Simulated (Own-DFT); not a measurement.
SiC (2H silicon carbide, atoms displaced), GaP (zincblende, strained, atoms displaced) (calculated)

A calculation, not a measurement: plane-wave PBE density functional theory by an unreviewed code, no spin, of a simulated periodic cell, stress positive in tension, free energy of the whole cell less one offset for each atom, forces on such cells passed a denser k mesh, this cell's mesh not checked; offsets are fitted by least squares, one for each functional and potential file, so energies compare only between cells with the same atoms and settings and are not formation energies; the far tail of each file's local potential was reset to the Coulomb form; each entry is a single point on an unrelaxed cell, so the pressure reflects the starting lattice, mostly measured values (interpolated for alloys), from which strain is counted, and rises with the displacements; printed positions are rounded, which can move forces by about a meV/angstrom; the program, named Own-DFT, is a retired in-house code; no spin-orbit coupling. Program: Own-DFT development build.

Settings shared by all entries: functional PBE; potential files PseudoDojo norm-conserving, scalar-relativistic, standard set; wave cutoff 42 hartree; occupations Fermi-Dirac; smearing width 0.1 eV.

(1) SiC (2H silicon carbide, atoms displaced)

```xyz
32
Lattice="6.1654 0.0000 0.0000 -3.0827 5.3394 0.0000 0.0000 0.0000 10.0681" Properties=species:S:1:pos:R:3 SiC
Si     0.0336     0.0029    10.0589
Si    -0.0119     1.7696     2.4995
C      6.1429     0.0213     1.9137
C      0.0532     1.8120     4.3756
Si     6.1508     0.0062     5.0024
Si     0.0255     1.7861     7.5959
C      0.0157     0.0335     6.9101
C     -0.0397     1.7489     9.4526
Si     4.6010     2.6666     0.0270
Si    -1.5109     4.4789     2.5214
C      4.5876     2.6040     1.8419
C     -1.5502     4.4478     4.3643
Si    -1.5427     2.6902     5.0375
Si    -1.5128     4.4372     7.4948
C     -1.5035     2.6882     6.8746
C     -1.5226     4.4947     9.4418
Si    -0.0226     5.2669    10.0669
Si     3.0457     1.7309     2.4592
C      3.0813     0.0504     1.8713
C      3.0943     1.7693     4.3823
Si     0.0412     5.2889     4.9733
Si     3.1346     1.7845     7.5380
C     -0.0183     5.3280     6.9156
C      3.0327     1.7937     9.4655
Si     1.5564     2.6550     0.0106
Si     1.5777     4.4318     2.5435
C      1.4992     2.6500     1.8750
C      1.5344     4.4814     4.3920
Si     1.5888     2.6634     4.9858
Si     1.5052     4.4580     7.5462
C      1.5559     2.6374     6.9038
C      1.5420     4.4262     9.4274
```

- hardware: one NVIDIA H100
- k mesh: 5 x 5 x 3 centred on Gamma
- free energy of cell above offsets: -4.616 eV
- pressure: 3.89 GPa
- stress xx: -3.25 GPa
- stress yy: -2.35 GPa
- stress zz: -6.06 GPa
- stress yz: -0.68 GPa
- stress xz: 0.65 GPa
- stress xy: -0.1 GPa
- wall time: 117.1 s

Force:
```tsv
element	x (eV/Å)	y (eV/Å)	z (eV/Å)
Si	-1.158	-0.33	0.294
Si	-0.524	0.419	0.172
C	0.887	-0.923	-0.625
C	-1.109	-0.333	0.257
Si	0.78	0.889	0.48
Si	0.029	-0.146	-1.228
C	-0.524	-0.796	0.064
C	0.52	0.934	0.148
Si	-0.132	-0.021	-1.231
Si	-0.848	-1.062	-1.022
C	0.43	1.51	1.498
C	0.211	0.011	0.862
Si	0.601	-0.655	-1.358
Si	-1.005	0.63	0.873
C	-0.145	-0.531	1.234
C	-0.738	-1.747	-0.666
Si	1.274	1.835	-0.161
Si	0.438	1.817	0.989
C	0.288	-2.543	0.122
C	0.465	-0.259	-0.231
Si	-1.656	1.451	1.162
Si	-1.024	0.076	0.206
C	0.88	0.429	-0.696
C	1.463	-0.975	-0.788
Si	-1.2	0.316	-0.551
Si	-0.898	0.296	-1.239
C	0.59	0.526	0.349
C	1.072	-1.219	-0.021
Si	-0.564	-0.049	0.932
Si	1.184	-0.602	-0.418
C	0.303	0.833	0.109
C	0.107	0.22	0.486
```

(2) GaP (zincblende, strained, atoms displaced)

```xyz
64
Lattice="10.8620 0.0000 0.0000 0.0000 10.8620 0.0000 0.0000 0.0000 10.9361" Properties=species:S:1:pos:R:3 GaP
Ga    10.8447    10.7955     0.0955
Ga    10.7824     2.7227     2.7835
Ga     2.6865     0.0119     2.8358
Ga     2.7427     2.6885     0.0528
P      1.3324     1.4114     1.3857
P      1.3125     4.0407     4.1136
P      4.0939     1.3615     4.1215
P      4.1238     4.0829     1.3792
Ga     0.0070    10.8070     5.4653
Ga    10.8226     2.8253     8.2031
Ga     2.7399    10.8151     8.2524
Ga     2.7161     2.6471     5.5069
P      1.2984     1.3643     6.8279
P      1.3307     4.0902     9.5042
P      4.0565     1.3258     9.5515
P      4.0977     3.9709     6.8242
Ga     0.0859     5.4399     0.0128
Ga     0.0002     8.1916     2.7529
Ga     2.6972     5.4252     2.6963
Ga     2.7419     8.0378    10.9229
P      1.4606     6.7102     1.3654
P      1.4496     9.4746     4.0855
P      4.0199     6.8568     4.0487
P      4.0640     9.5222     1.3278
Ga    10.8503     5.3261     5.4637
Ga     0.0516     8.0629     8.2559
Ga     2.6531     5.5164     8.1933
Ga     2.7089     8.1820     5.4648
P      1.3362     6.7990     6.8100
P      1.4013     9.5635     9.5700
P      4.0653     6.6476     9.4991
P      4.0405     9.4845     6.7637
Ga     5.4168    10.8338    10.8738
Ga     5.3730     2.6546     2.6511
Ga     8.1450    10.8542     2.6946
Ga     8.0787     2.6915     0.0021
P      6.7651     1.3328     1.4262
P      6.8418     4.0796     4.1172
P      9.5077     1.3690     4.1877
P      9.4957     4.1303     1.3137
Ga     5.4820     0.0164     5.4663
Ga     5.5320     2.8675     8.1827
Ga     8.2128     0.0074     8.1555
Ga     8.1163     2.7164     5.5533
P      6.8357     1.4083     6.8360
P      6.7488     4.2028     9.5469
P      9.5610     1.3470     9.6189
P      9.5184     4.1252     6.9001
Ga     5.3917     5.4150    10.8787
Ga     5.4001     8.2703     2.6907
Ga     8.1923     5.4803     2.7503
Ga     8.1473     8.1482     0.0075
P      6.8573     6.8139     1.2998
P      6.8169     9.5564     4.0636
P      9.5080     6.7143     4.1391
P      9.5453     9.5298     1.3672
Ga     5.4652     5.5473     5.4246
Ga     5.3412     8.1630     8.2934
Ga     8.1052     5.4850     8.2156
Ga     8.1793     8.2645     5.4623
P      6.6674     6.7752     6.7807
P      6.7924     9.4972     9.5677
P      9.5463     6.6908     9.4984
P      9.4458     9.4754     6.8358
```

- hardware: one NVIDIA H100
- k mesh: 3 x 3 x 3 centred on Gamma
- free energy of cell above offsets: -33.277 eV
- pressure: 3.59 GPa
- stress xx: -3.82 GPa
- stress yy: -3.59 GPa
- stress zz: -3.36 GPa
- stress yz: 0.28 GPa
- stress xz: -0.31 GPa
- stress xy: -0.58 GPa
- wall time: 512.5 s

Force:
```tsv
element	x (eV/Å)	y (eV/Å)	z (eV/Å)
Ga	1.029	1.125	-0.941
Ga	-0.025	0.131	-0.523
Ga	0.534	0.54	-1.303
Ga	-0.206	0.333	-0.745
P	-0.053	-0.577	0.566
P	0.979	-0.1	-0.219
P	-0.075	-0.134	-0.064
P	-0.552	0.054	-0.311
Ga	0.062	0.044	0.061
Ga	0.239	-1.278	0.142
Ga	-0.108	0.727	-1.232
Ga	-0.22	0.296	-0.242
P	0.205	-0.382	0.669
P	0.952	-0.095	0.944
P	0.763	0.941	-0.073
P	-0.538	1.779	-0.41
Ga	-0.455	-0.354	-0.289
Ga	0.307	-1.008	0.078
Ga	0.527	-0.724	1.117
Ga	0.246	0.674	-0.349
P	-1.435	1.25	-0.124
P	-1.434	0.123	0.334
P	0.498	-0.33	-0.01
P	-0.627	0.224	-0.051
Ga	0.194	0.746	0.226
Ga	-0.271	0.948	-0.295
Ga	0.096	-1.569	-0.953
Ga	-0.037	-0.891	0.055
P	0.054	-0.009	-0.601
P	-0.67	-1.369	0.7
P	-0.074	1.437	0.779
P	0.648	0.545	0.969
Ga	0.091	0.335	0.447
Ga	0.644	0.618	1.26
Ga	0.579	0.558	0.632
Ga	0.272	0.358	-0.127
P	0.002	-0.186	-1.189
P	-0.652	-0.062	-0.515
P	-0.441	-0.39	-0.579
P	-0.049	-0.506	0.361
Ga	-0.118	0.118	0.157
Ga	-0.673	-1.418	0.189
Ga	-0.443	0.393	0.709
Ga	0.822	0.736	-0.684
P	-0.698	-0.728	0.794
P	0.97	-1.173	0.533
P	-0.466	0.097	-0.291
P	-1.084	-0.176	-0.456
Ga	0.394	0.458	1.037
Ga	0.495	-0.941	0.008
Ga	-0.52	-0.562	-0.471
Ga	0.791	-0.037	-0.776
P	-1.22	-0.289	0.862
P	-0.196	-0.33	0.145
P	0.355	1.372	0.112
P	-0.866	-0.928	0.429
Ga	-1.216	-1.637	-0.827
Ga	0.418	-0.154	-0.972
Ga	-0.179	0.119	-0.988
Ga	-0.896	-1.584	-0.431
P	1.562	1.632	1.268
P	0.331	0.12	-0.361
P	-0.158	1.073	1.294
P	1.597	0.015	0.525
```

(3) GaP (zincblende, strained, atoms displaced)

```xyz
64
Lattice="10.8620 0.0000 0.0000 0.0000 10.8620 0.0000 0.0000 0.0000 10.9439" Properties=species:S:1:pos:R:3 GaP
Ga     0.0645     0.0195     0.0390
Ga    10.8491     2.6105     2.6604
Ga     2.7219     0.0254     2.7041
Ga     2.5901     2.6701     0.1123
P      1.3947     1.3568     1.3863
P      1.3630     4.0186     4.1135
P      4.1246     1.2741     4.1697
P      4.0925     4.0489     1.4951
Ga    10.8381     0.0451     5.3984
Ga    10.7278     2.6859     8.0654
Ga     2.6744    10.7066     8.1862
Ga     2.6357     2.6654     5.5803
P      1.2377     1.3552     6.9114
P      1.4128     4.1327     9.6494
P      4.0215     1.4757     9.5816
P      4.0757     4.1736     6.8694
Ga    10.8203     5.4359    10.8401
Ga     0.0237     8.2315     2.7205
Ga     2.6308     5.3560     2.6969
Ga     2.8240     8.0915    10.8178
P      1.4214     6.8456     1.3702
P      1.3647     9.5888     4.1464
P      4.0634     6.8442     4.2269
P      4.0710     9.6109     1.3176
Ga     0.0227     5.3765     5.4940
Ga    10.8189     8.2383     8.1775
Ga     2.7664     5.4157     8.2615
Ga     2.6698     8.2060     5.3392
P      1.4844     6.8899     6.8049
P      1.2613     9.5272     9.3725
P      4.0479     6.8967     9.5617
P      4.1074     9.4725     6.9064
Ga     5.5058    10.8077    10.8232
Ga     5.4521     2.7001     2.6294
Ga     8.1250     0.0465     2.8703
Ga     8.1379     2.7608     0.0497
P      7.0846     1.3850     1.3611
P      6.6998     4.0253     4.1420
P      9.4739     1.3094     4.0066
P      9.4783     4.1734     1.2602
Ga     5.4930    10.7407     5.3154
Ga     5.4674     2.7839     8.2560
Ga     8.1811    10.8037     8.2721
Ga     8.1146     2.7782     5.6397
P      6.7845     1.3250     6.7378
P      6.8452     4.0709     9.5833
P      9.5989     1.3335     9.4881
P      9.4683     4.1205     6.9430
Ga     5.2991     5.3825    10.8835
Ga     5.3805     8.3000     2.7595
Ga     8.1591     5.4179     2.8310
Ga     8.2005     8.0417    10.9094
P      6.7324     6.8161     1.4672
P      6.7143     9.5239     4.0943
P      9.4330     6.8777     3.9391
P      9.4176     9.5232     1.2281
Ga     5.3476     5.3757     5.3933
Ga     5.5242     8.2295     8.0996
Ga     8.0965     5.4562     8.3170
Ga     8.1435     8.1490     5.4796
P      6.8958     6.8202     6.9019
P      6.7725     9.5389     9.7402
P      9.6412     6.8400     9.6060
P      9.4796     9.3099     7.0176
```

* hardware: one NVIDIA H100
* k mesh: 3 x 3 x 3 centred on Gamma
* free energy of cell above offsets: -29.082 eV
* pressure: 4.48 GPa
* stress xx: -4.81 GPa
* stress yy: -4.82 GPa
* stress zz: -3.8 GPa
* stress yz: 0.37 GPa
* stress xz: 0.8 GPa
* stress xy: 0.91 GPa
* wall time: 567.5 s

Force:
```tsv
element	x (eV/Å)	y (eV/Å)	z (eV/Å)
Ga	-0.406	-0.339	-0.86
Ga	-0.423	1.397	0.168
Ga	0.422	-0.011	0.68
Ga	1.644	1.33	-0.956
P	-0.814	-0.958	0.371
P	-0.56	-0.473	-0.149
P	-0.765	1.161	-0.822
P	-0.854	0.143	-1.596
Ga	-0.528	-0.309	1.221
Ga	1.11	0.562	1.672
Ga	0.884	2.105	-0.251
Ga	0.808	0.082	-0.262
P	1.123	-0.812	-0.858
P	-0.678	-0.986	-0.927
P	0.119	-1.178	-0.006
P	-0.037	-1.342	-0.035
Ga	1.26	0.211	1.306
Ga	-0.121	0.192	-0.729
Ga	0.551	1.031	0.774
Ga	-2.07	1.95	1.668
P	-0.493	-0.198	-0.484
P	-0.341	-0.004	-1.108
P	-0.012	-0.207	-2.079
P	-0.122	-0.498	-0.304
Ga	-0.104	1.21	-0.189
Ga	1.978	-3.045	0.478
Ga	-0.489	0.905	-0.157
Ga	0.66	0.073	1.427
P	-1.384	-0.962	0.552
P	0.822	-0.23	3.191
P	2.089	-1.677	-1.701
P	-0.31	0.586	-1.906
Ga	-1.741	2.878	2.012
Ga	0.832	-1.283	0.944
Ga	-0.167	-1.58	-1.488
Ga	1.461	0.167	-1.548
P	-3.156	-0.811	0.366
P	1.073	-0.023	-0.247
P	0.582	1.542	1.946
P	0.399	-0.592	1.342
Ga	-1.529	1.47	2.696
Ga	-0.286	-0.553	-0.949
Ga	-0.646	0.331	-0.271
Ga	0.204	-0.145	-1.398
P	-0.313	-0.686	1.459
P	-0.912	0.047	0.695
P	-0.88	0.369	1.355
P	-0.252	0.914	-0.956
Ga	0.717	0.641	0.728
Ga	-0.568	-1.397	-0.58
Ga	-1.077	-0.439	-0.949
Ga	-0.999	-0.027	0.712
P	0.002	-0.465	-0.837
P	2.394	-1.282	-0.605
P	1.17	-0.182	1.914
P	0.829	0.407	1.58
Ga	0.762	0.853	0.973
Ga	0.239	-0.474	1.52
Ga	1.057	0.745	-0.068
Ga	0.22	-0.076	-0.347
P	-1.101	-0.807	-0.877
P	1.842	-2.137	-2.724
P	-1.235	-0.15	-1.128
P	-1.878	3.035	-3.401
```

(4) GaP (zincblende, strained, atoms displaced)

```xyz
64
Lattice="10.8620 0.0000 0.0000 0.0000 10.8620 0.0000 0.0000 0.0000 10.9439" Properties=species:S:1:pos:R:3 GaP
Ga     0.0412     0.0197    10.9209
Ga    10.8465     2.7957     2.7327
Ga     2.8491    10.8076     2.5637
Ga     2.6150     2.7570     0.1081
P      1.2909     1.3473     1.3825
P      1.3686     4.0834     4.0159
P      4.1449     1.4031     4.1185
P      4.0317     4.1004     1.5159
Ga     0.0430    10.7479     5.5358
Ga    10.8313     2.7451     8.1098
Ga     2.7143     0.0061     8.1820
Ga     2.8075     2.6902     5.4365
P      1.3047     1.3760     6.8005
P      1.3255     4.1050     9.6035
P      4.1222     1.3954     9.4353
P      4.1674     4.2289     6.7705
Ga    10.8506     5.5167     0.0453
Ga     0.0630     8.2177     2.8035
Ga     2.6176     5.3192     2.6906
Ga     2.8408     8.1018    10.9048
P      1.3959     6.7675     1.4096
P      1.3139     9.4379     4.0799
P      3.9486     6.7470     4.0241
P      3.9736     9.4925     1.4441
Ga     0.0488     5.4520     5.6220
Ga     0.1052     8.0409     8.2837
Ga     2.6727     5.5400     8.1929
Ga     2.6879     8.1030     5.5290
P      1.4040     6.8298     6.6329
P      1.3709     9.5928     9.6424
P      4.1151     6.6585     9.5451
P      4.0093     9.6750     6.7805
Ga     5.5010     0.0674     0.0619
Ga     5.4821     2.6572     2.7531
Ga     8.1259    10.8230     2.7208
Ga     8.1185     2.6650    10.8811
P      6.7800     1.4189     1.2777
P      6.8022     4.1159     4.1531
P      9.5206     1.3245     4.0627
P      9.4284     4.1289     1.3764
Ga     5.4976    10.8151     5.4184
Ga     5.5346     2.8249     8.2135
Ga     8.2033     0.0382     8.1140
Ga     8.1277     2.7574     5.5364
P      6.7955     1.2930     6.7999
P      6.8504     3.9823     9.4803
P      9.4620     1.3408     9.4211
P      9.5006     4.0219     6.7765
Ga     5.5258     5.4649    10.8631
Ga     5.2971     8.0380     2.6808
Ga     8.1114     5.4801     2.7495
Ga     8.1015     8.1017    10.8442
P      6.8993     6.7709     1.3045
P      6.7931     9.3428     4.0923
P      9.5537     6.8255     4.1458
P      9.5935     9.4437     1.3431
Ga     5.4517     5.4428     5.3797
Ga     5.5043     8.1618     8.2082
Ga     8.2491     5.4735     8.2323
Ga     8.1701     8.1688     5.4688
P      6.7881     6.8198     6.8239
P      6.9200     9.4385     9.5765
P      9.6162     6.7521     9.4978
P      9.5086     9.5262     6.7307
```

- k mesh: 3 x 3 x 3 centred on Gamma
- free energy of cell above offsets: -30.754 eV
- pressure: 4.09 GPa
- stress xx: -4.4 GPa
- stress yy: -4.28 GPa
- stress zz: -3.58 GPa
- stress yz: -0.41 GPa
- stress xz: 0.07 GPa
- stress xy: -0.84 GPa

Force:
```tsv
element	x (eV/Å)	y (eV/Å)	z (eV/Å)
Ga	-1.251	0.36	0.131
Ga	-0.621	-0.63	-0.077
Ga	-2.792	2.563	3.187
Ga	1.087	-0.174	-0.787
P	0.466	0.091	0.248
P	-0.596	-0.566	2.097
P	-0.124	-1.46	-0.703
P	1.509	-0.738	-1.9
Ga	0.164	1.198	-1.434
Ga	0.462	-0.068	0.888
Ga	-0.575	0.828	0.326
Ga	-0.692	0.855	0.46
P	0.906	-0.03	-0.029
P	-0.134	0.068	-0.543
P	-0.277	0.183	1.519
P	-1.064	-1.285	0.95
Ga	0.171	-0.754	0.193
Ga	-0.929	-1.482	-1.092
Ga	0.32	1.312	0.263
Ga	-0.969	-0.086	0.068
P	-0.226	0.873	-0.539
P	2.079	1.584	0.834
P	0.413	-0.201	0.675
P	3.068	-1.655	-2.848
Ga	-0.984	-1.099	-2.255
Ga	0.284	1.62	-1.352
Ga	-0.194	-1.134	-0.587
Ga	1.803	2.077	-2.008
P	-0.678	-0.618	3.655
P	0.9	-1.484	-0.919
P	0.198	1.751	-0.162
P	0.713	-2.091	0.163
Ga	-1.158	-1.085	-1.392
Ga	-0.061	1.032	0.014
Ga	0.232	-0.131	-0.205
Ga	1.049	0.444	-0.098
P	0.617	-0.42	1.484
P	0.294	-0.635	-0.876
P	-0.159	0.297	0.605
P	0.275	-0.457	-0.568
Ga	-0.084	0.082	-0.432
Ga	-1.491	-1.27	-1.772
Ga	-0.454	-1.076	-0.154
Ga	-0.029	-1.181	-1.286
P	-0.273	0.868	0.241
P	0.84	1.977	1.275
P	1.011	0.436	1.504
P	0.166	1.28	0.766
Ga	-0.091	-1.364	0.883
Ga	1.001	0.155	0.18
Ga	0.687	-0.179	0.75
Ga	2.046	-0.199	0.809
P	-1.452	0.281	0.216
P	-0.718	0.858	-0.897
P	-0.097	-0.563	-0.196
P	-0.981	0.292	-0.412
Ga	-0.2	1.196	-0.044
Ga	-0.907	0.353	-0.203
Ga	-0.782	-0.641	-0.965
Ga	0.109	-0.652	0.102
P	0.438	-0.422	-0.096
P	-1.387	1.69	-0.665
P	-0.904	0.261	1.097
P	0.028	-1.036	1.911
```
